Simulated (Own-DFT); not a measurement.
# Which defects push the lattice out? 2H SiC

The numbers are computed, not measured, by runs of the plane-wave DFT program Own-DFT (in-house, retired, unreviewed) at fixed positions, with no spin and no spin-orbit coupling.

Common settings: PBE; PseudoDojo norm-conserving scalar-relativistic files; cutoff 42 hartree; 4 x 4 x 3 k mesh centred on Gamma; Fermi-Dirac smearing of 0.1 eV.

Keep in mind (not all hold for every row): a neutral cation vacancy leaves holes that likely carry spin, which these runs leave out; some atoms lie very close together; not probed for a lower state with spin; forces on such cells moved up to 12 meV/angstrom on a denser k mesh; forces on such cells passed a denser k mesh, each cell not checked; stress not checked against mesh or cutoff.

All runs share one cell, with vectors in Å (9.248, 0.000, 0.000); (-4.624, 8.009, 0.000); (0.000, 0.000, 10.068) and a volume of 745.7 Å³. u is the rms random offset of the atoms per axis. The defect's site can differ from row to row.

```
                                     cell  formula   u (Å)  P (GPa)
                                no defect  C36Si36  0.0296     3.87
                                no defect  C36Si36  0.0306     3.98
                                no defect  C36Si36  0.0614     5.78
                       one C on a Si site  C37Si35  0.0292     1.90
                       one C on a Si site  C37Si35  0.0297     2.02
                       one C on a Si site  C37Si35  0.0482     3.10
                           one Si vacancy  C36Si35  0.0477     4.15
                           one Si vacancy  C36Si35  0.0481     4.47
                           one Si vacancy  C36Si35  0.0511     4.44
one C on a Si site and one Si on a C site  C36Si36  0.0300        ?
one C on a Si site and one Si on a C site  C36Si36  0.0303     7.41
one C on a Si site and one Si on a C site  C36Si36  0.0452     8.60
one C on a Si site and one Si on a C site  C36Si36  0.0502     8.80
                       one Si on a C site  C35Si37  0.0301    10.27
                       one Si on a C site  C35Si37  0.0467    11.63
                       one Si on a C site  C35Si37  0.0490    11.59
```

## Analysis

P = P0 + c u² + a shift for each defect gives P0 = 3.16 GPa, c = 744 ± 53 GPa/Å² and a scatter of 0.17 GPa. The shifts, and each times the cell's volume:

- one Si on a C site: 6.64 ± 0.14 GPa, 30.9 eV
- one C on a Si site and one Si on a C site: 3.75 ± 0.14 GPa, 17.4 eV
- one Si vacancy: -0.59 ± 0.14 GPa, -2.8 eV
- one C on a Si site: -1.83 ± 0.14 GPa, -8.5 eV

A positive shift means that the defect pushes the cell outwards. Shift times volume (160.2 GPa Å³ is 1 eV) depends little on the cell's size, so, taken for each site, it can be compared between cells at like pressure. The atoms around the defects weren't relaxed, which would change these numbers.

## The run left out

Asked: what pressure belongs in the blank (one C on a Si site and one Si on a C site, u = 0.0300 Å)?

The fit gives 7.58 ± 0.20 GPa. The run itself gave 7.64 GPa.
